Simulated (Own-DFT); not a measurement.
GaN (wurtzite, strained, atoms displaced), GaP (zincblende, strained, atoms displaced) (calculated)

Computed with Own-DFT development build. A calculation, not a measurement: plane-wave PBE density functional theory by an unreviewed code, no spin, of a simulated periodic cell, stress positive in tension, free energy of the whole cell less one offset for each atom, forces on such cells passed a denser k mesh, this cell's mesh not checked; offsets are fitted by least squares, one for each functional and potential file, so energies compare only between cells with the same atoms and settings and are not formation energies; the far tail of each file's local potential was reset to the Coulomb form; each entry is a single point on an unrelaxed cell, so the pressure reflects the starting lattice, mostly measured values (interpolated for alloys), from which strain is counted, and rises with the displacements; printed positions are rounded, which can move forces by about a meV/angstrom; the program, named Own-DFT, is a retired in-house code; no spin-orbit coupling.

Settings shared by all entries: functional PBE.

(1) 
```xyz
96
Lattice="12.7560 0.0000 0.0000 -4.7835 8.2853 0.0000 0.0000 0.0000 10.6292" Properties=species:S:1:pos:R:3:force_x:R:1:force_y:R:1:force_z:R:1 formula=GaN potential_files=PseudoDojo_norm-conserving,scalar-relativistic,standard_set_with_the_stringent_files_for_Ga wave_cutoff=96 occupations=Gaussian smearing_width=0.01 k_mesh=3_x_4_x_3_centred_on_Gamma free_energy_of_cell_above_offsets=-5.349 pressure=2.49 stress_xx=-5.89 stress_yy=-4.36 stress_zz=2.8 stress_yz=-0.07 stress_xz=0.03 stress_xy=-0.89
Ga    -0.0094     1.8326     0.0310      0.274     -0.925     -0.829
Ga     1.5919     0.8958     2.6346     -0.038       0.22       0.34
N     -0.0245     1.8777     1.9266      0.357     -1.148       0.75
N      1.5404     0.9232     4.6010      0.778      -0.16      0.647
Ga    -0.0562     1.7913     5.3628      0.903      0.244     -0.534
Ga     1.6593     0.9389     7.9622     -2.031      0.403      0.396
N     -0.1087     1.9165     7.2644      0.983      -0.66      1.159
N      1.6106     0.9319     9.9697     -0.274     -0.266     -0.356
Ga    -1.5420     4.5635    10.5979     -0.221      0.379      1.244
Ga     0.0405     3.6133     2.6934     -0.642      1.014      0.077
N     -1.5893     4.5686     2.0000      0.152     -0.105      -0.06
N      0.0520     3.6333     4.6984     -1.769     -0.257     -1.102
Ga    -1.5772     4.5954     5.3040      0.468      0.558     -0.587
Ga    -0.0501     3.7932     7.9549      0.116     -2.295      0.868
N     -1.6173     4.5673     7.2679     -0.349       1.27       0.38
N     -0.0313     3.5672    10.0054      1.212      2.191     -1.324
Ga    -3.1889     7.3621     0.0357     -0.299      0.086     -0.432
Ga    -1.5166     6.4286     2.5965     -1.706      -0.49      0.891
N     -3.1758     7.3586     1.9705     -0.422     -0.447      0.337
N     -1.6523     6.5063     4.6415      1.407     -1.076     -0.168
Ga    -3.1844     7.3200     5.3658     -0.768      1.131     -1.648
Ga    -1.5851     6.4168     7.9659     -1.003      0.371      0.481
N     -3.2000     7.4524     7.2383      0.297     -1.147      1.514
N     -1.6490     6.4041    10.0445      1.495      0.549     -1.362
Ga     3.1826     1.8535    10.5973     -0.397     -0.107       0.76
Ga     4.8627     0.9209     2.5797     -2.895     -0.869      1.265
N      3.1414     1.8938     1.9576       0.75     -1.506     -0.117
N      4.7579     0.8780     4.7239      0.197      1.301     -1.394
Ga     3.1679     1.8198     5.3282     -0.851      0.418     -0.496
Ga     4.7296     0.9466     7.9653      0.208      0.503      0.402
N      3.1402     1.8878     7.3321      0.929      0.558     -0.401
N      4.7482     0.9632    10.0092      1.198     -0.351     -0.756
Ga     1.6705     4.5411    10.6284     -1.263      0.527      0.143
Ga     3.2349     3.6616     2.5840     -1.797     -0.173      1.678
N      1.6086     4.5762     1.9814     -0.108      0.026     -0.265
N      3.1199     3.7299     4.6081      0.257     -1.448      0.092
Ga     1.5188     4.5219     5.3200      1.371      1.509        0.3
Ga     3.1533     3.7722     8.0302       0.69     -0.682     -1.348
N      1.5353     4.5565     7.3026      0.812      1.349      0.276
N      3.2590     3.6756     9.9300     -1.266     -0.168      0.233
Ga     0.0566     7.4167    10.5887     -0.995     -1.123      0.493
Ga     1.5681     6.3878     2.6711      0.635      0.273      0.547
N      0.0046     7.3307     2.0027      0.976      0.906     -0.861
N      1.5476     6.4174     4.6833      0.308      0.286     -0.122
Ga    -0.0014     7.4023     5.3244     -0.504     -1.533      0.168
Ga     1.5422     6.4720     7.9695      0.342     -0.574      -0.25
N     -0.0321     7.4104     7.3647     -0.017      -0.48     -0.505
N      1.6471     6.4613     9.9423     -0.505     -0.287      0.158
Ga     6.4368     1.8000     0.0109     -1.034       1.23      0.095
Ga     8.0590     0.8591     2.6596      -1.05      0.724      0.374
N      6.3396     1.7886     2.0552      2.775      1.245     -1.222
N      8.0317     0.9132     4.6224     -1.066      0.662      0.186
Ga     6.3523     1.8058     5.2312      0.597      1.342      0.542
Ga     7.9214     0.9368     7.9625      0.158     -0.182     -0.313
N      6.3335     1.8663     7.3321      0.203     -0.682     -0.671
N      8.0425     0.9564     9.9440     -1.427     -0.449     -0.326
Ga     4.7480     4.5696    10.6289      0.504      0.812        1.1
Ga     6.4880     3.7034     2.6549     -2.784      -0.98      0.459
N      4.7139     4.5252     2.0410      2.862      1.881      -1.48
N      6.4362     3.7795     4.5824     -1.046     -1.543       0.83
Ga     4.6639     4.5136     5.3250      1.771      1.943     -0.616
Ga     6.3267     3.7035     7.9108      2.161     -0.475      1.193
N      4.8858     4.5683     7.2786     -3.389      1.336     -0.119
N      6.3139     3.7626     9.9811      1.466     -1.506     -0.235
Ga     3.2016     7.4375    10.5982     -0.112     -0.946      0.955
Ga     4.8006     6.4870     2.5676     -0.483      -1.85      2.047
N      3.2261     7.3626     2.0725     -1.179     -0.233     -1.834
N      4.7839     6.5086     4.6557     -1.093     -1.024     -0.428
Ga     3.1525     7.4699     5.3936      0.526     -2.202     -2.708
Ga     4.7526     6.4677     8.0247      0.501     -0.576     -1.557
N      3.1310     7.2999     7.2033      0.428      0.929      3.047
N      4.6907     6.4109     9.9369      0.982      0.577      0.814
Ga     9.5338     1.8520    10.6220      1.437      0.729     -0.087
Ga    11.2057     0.8782     2.5511     -0.485      0.978      1.212
N      9.4990     1.8891     1.9511       0.92      -1.58     -0.191
N     11.2832     0.8372     4.5711     -2.089      1.129     -0.172
Ga     9.5393     1.8007     5.3624      1.558      0.825     -0.432
Ga    11.1472     0.9003     7.9840      0.277     -0.144     -0.448
N      9.5373     1.8810     7.3859     -0.095      -1.58     -0.952
N     11.1537     0.9358     9.9462     -0.274     -0.389      0.567
Ga     7.9705     4.5728     0.0374     -0.132      0.796     -0.887
Ga     9.4938     3.6522     2.5440      2.376      0.772      2.035
N      7.9691     4.5980     2.0549       0.17      0.443      -1.85
N      9.6646     3.6798     4.6750     -1.594     -0.757     -0.793
Ga     8.0047     4.6308     5.3153      0.288     -0.157     -0.351
Ga     9.5451     3.6800     7.9312     -0.288      0.825      0.903
N      7.9737     4.5843     7.2434      0.037      0.555      0.983
N      9.5980     3.7184    10.0319     -0.818     -0.659     -1.007
Ga     6.3852     7.3809    10.6045     -0.006     -0.637     -0.284
Ga     7.9440     6.3784     2.6647      1.181      1.456      0.412
N      6.3824     7.3280     2.0203      0.467      0.205     -1.647
N      7.9475     6.4754     4.6129      1.212     -0.985      0.066
Ga     6.3889     7.3381     5.1822      -0.59     -0.206      1.521
Ga     7.9452     6.5231     7.9599      1.425      -1.53     -0.068
N      6.4081     7.2598     7.3129     -1.884      2.042     -0.697
N      7.9920     6.4377     9.8907     -0.356      0.047       1.35
```

Units: wave_cutoff in hartree; smearing_width, free_energy_of_cell_above_offsets in eV; pressure, stress_xx, stress_yy, stress_zz, stress_yz, stress_xz, stress_xy in GPa; force_x, force_y, force_z in eV/Å.

(2) 
```xyz
96
Lattice="12.7560 0.0000 0.0000 -4.7835 8.2853 0.0000 0.0000 0.0000 10.6292" Properties=species:S:1:pos:R:3:force_x:R:1:force_y:R:1:force_z:R:1 formula=GaN potential_files=PseudoDojo_norm-conserving,scalar-relativistic,standard_set_with_the_stringent_files_for_Ga wave_cutoff=96 occupations=Gaussian smearing_width=0.01 k_mesh=3_x_4_x_3_centred_on_Gamma free_energy_of_cell_above_offsets=-5.129 pressure=2.38 stress_xx=-5.19 stress_yy=-5.21 stress_zz=3.26 stress_yz=-0.67 stress_xz=-0.53 stress_xy=0.22
Ga     0.0358     1.8408     0.0790      0.413      -0.25     -1.219
Ga     1.5766     0.8803     2.7618       0.82      -0.28     -1.392
N      0.0081     1.8066     2.0706      1.053     -0.024     -1.081
N      1.6351     0.8834     4.6585     -0.374     -0.423      0.614
Ga     0.0339     1.8649     5.2377     -0.075     -0.584      1.378
Ga     1.5286     0.9406     7.9003      1.175     -0.511      0.547
N      0.0069     1.8304     7.2953     -0.992     -0.037     -0.885
N      1.5780     0.8232     9.8501      0.121      1.751      1.499
Ga    -1.6193     4.6153     0.0830      1.032      -0.58     -0.654
Ga     0.0140     3.5770     2.6815      0.002      1.701      0.494
N     -1.5351     4.5969     2.0622     -0.519     -0.187     -0.331
N      0.0001     3.7361     4.7115     -0.746      -1.34     -1.613
Ga    -1.5812     4.6022     5.3021     -0.632      0.226      0.682
Ga    -0.0708     3.6443     7.9403      1.963      0.049      0.307
N     -1.5831     4.5495     7.3458     -0.731      0.751     -0.875
N      0.0131     3.6307     9.9044     -0.493       0.52      1.265
Ga    -3.2441     7.3857     0.0130      0.973     -0.042     -1.018
Ga    -1.5677     6.4273     2.6143      0.107      0.781      0.535
N     -3.2159     7.3278     1.8930     -0.086      -0.07      2.465
N     -1.4685     6.4944     4.7417     -3.861     -2.116     -2.194
Ga    -3.2221     7.2258     5.2791      1.149      1.639      1.429
Ga    -1.6050     6.4010     7.9570      0.285      -0.07      0.856
N     -3.1146     7.3731     7.3944     -1.786     -0.605     -1.559
N     -1.5921     6.4282    10.0586     -0.082     -0.079     -0.777
Ga     3.2006     1.8654    10.5502     -1.033     -1.036       1.07
Ga     4.6868     0.9662     2.6982      1.742     -0.014      0.104
N      3.1803     1.7954     2.0280     -1.386      1.064     -1.032
N      4.7615     0.9557     4.6744      1.168     -0.594     -0.618
Ga     3.2381     1.7784     5.3056     -0.901      1.376       0.95
Ga     4.7916     0.8415     7.9744      0.418      0.496      0.444
N      3.2428     1.7687     7.3755     -0.861     -0.061     -1.196
N      4.7706     0.9759    10.0163      0.617      -1.61     -0.727
Ga     1.5656     4.5907    10.5771     -0.127     -0.135      0.178
Ga     3.1773     3.7173     2.5747      0.163     -0.655      1.153
N      1.5500     4.5917     1.9822      0.146       0.51     -0.333
N      3.1790     3.6934     4.6590     -0.886     -0.589     -0.609
Ga     1.5095     4.5774     5.2820      2.539      1.489      1.366
Ga     3.2970     3.5197     8.0263     -1.371      2.093     -0.794
N      1.6269     4.5876     7.3263     -0.305      -0.35     -0.025
N      3.1698     3.6917     9.9765      0.639      0.206      0.219
Ga     0.0534     7.2891     0.0065     -1.177      1.551      0.288
Ga     1.5950     6.5256     2.5815      0.423     -1.145      1.467
N      0.0300     7.4319     2.0502     -0.534     -0.506     -0.962
N      1.5677     6.5658     4.6790      0.669     -2.038     -1.255
Ga    -0.0038     7.3571     5.2238      1.324      2.126      1.941
Ga     1.5618     6.4389     7.9962      0.232     -0.313      -1.39
N     -0.0994     7.3612     7.2504       1.65     -0.518      0.532
N      1.6324     6.4620     9.9288     -0.777     -0.658      0.667
Ga     6.3812     1.8088     0.0223     -0.204      0.517     -0.018
Ga     7.9648     0.8930     2.6671      0.595      0.875      0.156
N      6.3836     1.8544     1.9820      -0.11     -1.175     -0.016
N      7.9104     0.9834     4.6317      2.421     -1.649      0.164
Ga     6.4417     1.8189     5.2847     -1.808      0.547      1.436
Ga     7.9575     0.8509     7.9765     -0.226      2.108      0.421
N      6.3509     1.9033     7.3453      0.509     -1.589     -0.557
N      7.9381     0.8891    10.0012      0.674      0.369     -0.403
Ga     4.8100     4.6401    10.5926      0.137     -1.078      0.886
Ga     6.4383     3.6281     2.5835     -0.417       0.16       1.57
N      4.8527     4.5541     2.1286     -0.675      1.382     -1.854
N      6.4671     3.5906     4.6527     -1.201      1.838     -0.592
Ga     4.7177     4.5860     5.3061      1.038      0.005     -0.071
Ga     6.3634     3.6761     8.0169      0.452      0.563     -1.097
N      4.7344     4.6139     7.2910      0.984     -0.257       0.47
N      6.4163     3.6328     9.9313      0.111      1.221       1.08
Ga     3.1016     7.3888     0.0276      1.718     -0.302     -0.101
Ga     4.8151     6.5054     2.6503     -0.027     -1.572      1.422
N      3.2676     7.3388     2.0022     -1.347      0.352     -0.649
N      4.7582     6.4787     4.7089     -0.111     -0.381     -0.638
Ga     3.1288     7.3691     5.3489      0.977      0.695      0.395
Ga     4.8467     6.4205     8.0330     -0.985     -0.105     -1.211
N      3.2403     7.3995     7.3930     -0.586     -1.468     -1.025
N      4.7633     6.4236     9.9231      0.213      0.825      1.552
Ga     9.5543     1.8382     0.0011      0.285     -0.845       1.19
Ga    11.2455     0.8893     2.6193     -1.772      1.174      1.863
N      9.6294     1.8225     2.1125     -0.871      0.939     -1.375
N     11.2355     0.9379     4.6431     -0.864     -0.572      0.302
Ga     9.6267     1.8938     5.3537     -0.358     -1.209     -0.627
Ga    11.1366     0.8781     7.9974      0.818      0.538     -0.268
N      9.5937     1.8724     7.3561     -0.436     -1.472     -0.493
N     11.2249     0.9411     9.9580      -0.96     -0.631      0.716
Ga     8.0533     4.7198    10.5670     -0.892      -1.64      0.298
Ga     9.5055     3.8543     2.6613      1.293     -2.725      0.523
N      7.9396     4.6605     1.9912      0.231     -0.317      -1.11
N      9.5708     3.6621     4.6571     -0.036      1.758     -0.244
Ga     7.9245     4.6431     5.3141      0.576     -1.034      0.424
Ga     9.6001     3.6233     7.9842     -0.186      1.112      0.532
N      8.0817     4.6112     7.2837     -1.306      0.139      0.602
N      9.6120     3.6323    10.0328     -0.603      1.181     -0.642
Ga     6.3628     7.3531     0.0655     -0.377      0.664     -0.276
Ga     7.9498     6.3686     2.7426     -0.134      1.959     -1.154
N      6.3624     7.4236     2.0955      1.013     -1.902     -1.718
N      7.9013     6.5016     4.6345      0.724     -1.203      0.421
Ga     6.3462     7.2943     5.4126      -0.46      1.727     -1.375
Ga     7.9657     6.4353     8.0224      0.834       0.19     -1.575
N      6.3848     7.3477     7.2808      0.219     -0.124      1.374
N      7.9318     6.5092     9.9010      0.038     -0.493      1.381
```

Units: wave_cutoff in hartree; smearing_width, free_energy_of_cell_above_offsets in eV; pressure, stress_xx, stress_yy, stress_zz, stress_yz, stress_xz, stress_xy in GPa; force_x, force_y, force_z in eV/Å.

(3) 
```xyz
64
Lattice="10.8620 0.0000 0.0000 0.0000 10.8620 0.0000 0.0000 0.0000 10.9361" Properties=species:S:1:pos:R:3:force_x:R:1:force_y:R:1:force_z:R:1 formula=GaP potential_files=PseudoDojo_norm-conserving,scalar-relativistic,standard_set wave_cutoff=42 occupations=Fermi-Dirac smearing_width=0.1 k_mesh=3_x_3_x_3_centred_on_Gamma free_energy_of_cell_above_offsets=-33.772 pressure=3.46 stress_xx=-3.55 stress_yy=-3.67 stress_zz=-3.16 stress_yz=-0.27 stress_xz=-0.55 stress_xy=0.22
Ga    10.8430    10.8486     0.0029      0.098     -0.023      0.021
Ga    10.8320     2.7443     2.7666      0.159      -0.52     -0.246
Ga     2.7327     0.0188     2.7051      0.259      -0.13      1.008
Ga     2.6777     2.7788    10.9036      0.489     -0.427      0.734
P      1.3571     1.2639     1.4109      -0.38      1.509     -0.613
P      1.3584     4.0474     4.1341     -0.077      0.495     -0.678
P      4.1079     1.2950     4.1866     -1.418      1.578     -1.532
P      4.1036     4.1569     1.3914      -0.76     -0.759      -0.15
Ga     0.0248    10.8405     5.4619      0.548      0.018     -0.036
Ga     0.0839     2.6891     8.2366     -1.179      0.125      -0.54
Ga     2.6807    10.8362     8.3230      0.867      0.558      -1.39
Ga     2.7103     2.7966     5.4792      0.374     -0.969     -0.047
P      1.4153     1.3891     6.8370     -0.197      -0.53      0.082
P      1.3026     4.1147     9.5766      0.545     -0.048     -0.082
P      4.0943     1.3464     9.5779     -0.389      0.701       0.02
P      4.0786     4.0636     6.8017      0.206      0.359      0.592
Ga     0.0608     5.4493     0.0496      -0.17      0.044      0.658
Ga    10.8163     8.1996     2.7429      0.651     -0.741      0.216
Ga     2.7406     5.5035     2.8346     -0.879      -1.25     -1.272
Ga     2.7590     8.2037    10.9052     -0.056     -0.177      -0.08
P      1.4465     6.8350     1.3829     -0.675     -0.055      0.116
P      1.4470     9.4419     4.0931     -1.356      1.268     -0.601
P      4.0571     6.7399     4.0378      1.141      1.336      1.911
P      4.0511     9.5349     1.4174      0.453     -0.243      -0.71
Ga     0.0478     5.4475     5.4535      -0.43     -0.042      0.577
Ga     0.0311     8.1382     8.2034     -0.377      -0.51      0.043
Ga     2.7360     5.4156     8.2197      0.497     -0.156      0.126
Ga     2.6263     8.1467     5.4263      1.927     -0.546      0.904
P      1.4521     6.7674     6.8744     -0.991      0.126     -0.281
P      1.3260     9.5330     9.5252     -0.188     -0.629      1.016
P      4.1422     6.8292     9.5161     -0.895     -0.169      0.437
P      4.1313     9.5422     6.8668     -1.112     -0.113     -0.479
Ga     5.3933    10.8434    10.9053     -0.122     -0.008      0.578
Ga     5.4185     2.7220     2.7437     -0.108     -0.467     -0.157
Ga     8.1950    10.8433     2.7360     -0.586      -0.67      0.053
Ga     8.0701     2.6941     0.0354      0.111      0.139     -0.222
P      6.7813     1.2417     1.3765     -0.203      0.885      0.134
P      6.6950     4.0856     4.1248      1.722     -0.446     -0.519
P      9.5099     1.2845     4.0799       0.12      0.735      0.538
P      9.4776     4.0859     1.3898      0.202     -0.101     -0.299
Ga     5.4051     0.0536     5.4237      0.801      -1.28       1.04
Ga     5.4531     2.6770     8.1468     -0.469       0.54      0.509
Ga     8.1606     0.0375     8.2192     -0.416     -0.319     -0.621
Ga     8.1542     2.6541     5.5047     -0.149      0.562     -0.808
P      6.7365     1.3882     6.7876      0.818     -0.832      0.362
P      6.7871     4.1190     9.5151     -0.246     -0.764      0.622
P      9.4805     1.3291     9.5945      0.351      0.732      0.089
P      9.4328     4.0979     6.8104      1.088     -0.209      0.413
Ga     5.4003     5.4422    10.8914      0.329      0.086       0.19
Ga     5.4352     8.1610     2.7252     -0.811       0.42       0.73
Ga     8.1699     5.4907     2.7091     -0.891     -0.194      0.437
Ga     8.0926     8.1535    10.9252     -0.319      0.199      0.326
P      6.6565     6.8409     1.4173      1.504     -0.754     -1.088
P      6.7513     9.4687     4.1441      0.639      0.289     -0.199
P      9.4695     6.8129     4.1556      0.889     -0.397     -0.809
P      9.5383     9.4863     1.3667     -0.731       0.09     -0.361
Ga     5.5106     5.4245     5.4974     -1.379      0.092     -0.393
Ga     5.4402     8.1710     8.1823      0.002     -0.001      -0.39
Ga     8.1512     5.4606     8.2353      0.287      0.183     -0.182
Ga     8.2046     8.1257     5.4810     -1.215       0.21      0.567
P      6.7150     6.7420     6.8627      1.351      0.944      0.155
P      6.7031     9.5517     9.5244      1.134     -0.392      0.222
P      9.5228     6.7640     9.6995     -0.123      0.455     -1.136
P      9.5403     9.4870     6.8181     -0.266      0.192      0.499
```

Units: wave_cutoff in hartree; smearing_width, free_energy_of_cell_above_offsets in eV; pressure, stress_xx, stress_yy, stress_zz, stress_yz, stress_xz, stress_xy in GPa; force_x, force_y, force_z in eV/Å.
